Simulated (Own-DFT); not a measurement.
# Point defects and the pressure they add: grey tin

Everything here is calculated. The program is Own-DFT (plane waves, in-house, since retired, never reviewed by a person); positions were held fixed, and spin and spin-orbit coupling were off.

Common settings: PBE; PseudoDojo norm-conserving scalar-relativistic files; cutoff 42 hartree; 3 x 3 x 3 k mesh centred on Gamma; cold (Marzari-Vanderbilt) smearing of 0.2 eV.

Limits (not all hold for every row): not probed for a lower state with spin; forces on such cells moved up to 12 meV/angstrom on a denser k mesh; stress not checked against mesh or cutoff.

All runs share one cell, with vectors in Å (12.978, 0.000, 0.000); (0.000, 12.978, 0.000); (0.000, 0.000, 12.978) and a volume of 2185.9 Å³. Atoms were moved at random from their sites; u is the rms move along one axis. The defect's site can differ from row to row.

| cell | formula | u (Å) | P (GPa) |
|---|---|---|---|
| no defect | Sn64 | 0.0196 | 3.38 |
| no defect | Sn64 | 0.0499 | 3.66 |
| no defect | Sn64 | 0.0514 | 3.63 |
| two Sn vacancies | Sn62 | 0.0294 | 3.15 |
| two Sn vacancies | Sn62 | 0.0302 | 3.15 |
| two Sn vacancies | Sn62 | 0.0495 | 3.29 |
| two Sn vacancies | Sn62 | 0.0509 | ? |
| one Sn vacancy | Sn63 | 0.0275 | 3.22 |
| one Sn vacancy | Sn63 | 0.0293 | 3.26 |
| one Sn vacancy | Sn63 | 0.0457 | 3.41 |

## Analysis

P = P0 + c u² + a shift for each defect gives P0 = 3.35 GPa, c = 114 ± 11 GPa/Å² and a scatter of 0.03 GPa. The shifts, and each times the cell's volume:

- one Sn vacancy: -0.19 ± 0.02 GPa, -2.6 eV
- two Sn vacancies: -0.31 ± 0.02 GPa, -4.2 eV (-2.1 eV for each of its 2 sites)

Positive is outwards. The product with the volume (160.2 GPa Å³ to the eV) is nearly free of the cell's size; divided by the bulk modulus at the cell's pressure it gives the volume that the defect adds. The atoms around the defects weren't relaxed, which would change these numbers.

## The run left out

Asked: what pressure belongs in the blank (two Sn vacancies, u = 0.0509 Å)?

The fitted form gives 3.33 ± 0.03 GPa. Computed: 3.35 GPa.
